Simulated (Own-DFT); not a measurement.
# Shaking the atoms of grey tin, 64 atoms (Sn64)

Calculated results; nothing here was measured. The program, named Own-DFT, is a retired in-house plane-wave density functional code that no person has reviewed. Each row is one single-point run on a periodic cell that was not relaxed, without spin or spin-orbit coupling.

Settings of every run: PBE; PseudoDojo norm-conserving scalar-relativistic files; cutoff 42 hartree; 3 x 3 x 3 k mesh centred on Gamma; cold (Marzari-Vanderbilt) smearing of 0.2 eV.

Known limits: forces on such cells moved up to 12 meV/angstrom on a denser k mesh; stress not checked against mesh or cutoff.

Cell vectors in Å: (12.978, 0.000, 0.000); (0.000, 12.978, 0.000); (0.000, 0.000, 12.978). In each run every atom was moved at random and independently from its ideal site; u is the rms move along one axis. E is the free energy for each atom above the fitted value at u = 0, and F the rms of the force components.

```
run   u (Å)  E (meV/atom)  F (eV/Å)  largest force (eV/Å)  P (GPa)
  1  0.0202           4.6     0.203                  0.69     3.37
  2  0.0212           5.7     0.228                  0.76     3.39
  3  0.0217           6.8     0.253                  0.76     3.40
  4  0.0477          31.7     0.549                  1.77     3.64
  5  0.0495             ?         ?                     ?        ?
  6  0.0914         115.6     1.051                  3.22     4.41
  7  0.0966         111.8     1.033                  3.36     4.36
  8  0.1051         138.3     1.290                  6.29     4.58
  9  0.1486         270.1     1.724                  7.02     5.91
```

## Worked fit

For small independent moves the energy grows as E = (3/2) K u², with K the mean stiffness felt by one atom. The runs with u up to 0.11 Å give K = 8.7 ± 0.3 eV/Å², with residuals divided by u² + 0.0006 Å², since the noise grows with the moves. The scatter is 2.5 meV/atom at u = 0.05 Å. The forces follow F = G u with G = 11.2 eV/Å²; no force at u = 0 is resolved. G exceeds K because the moves of its neighbours add to the force on an atom, and stiffness differs between atoms. At u = 0.149 Å the parabola gives 286 meV/atom and the run 270. The pressure follows P = 3.35 + 115 u² GPa: at fixed volume, shortened bonds push harder than stretched ones pull.

## Withheld run

Question: what energy and rms force should run 5 give?

The fit gives 32 ± 3 meV/atom and about 0.55 eV/Å. The calculation gave 28.1 meV/atom and 0.504 eV/Å.
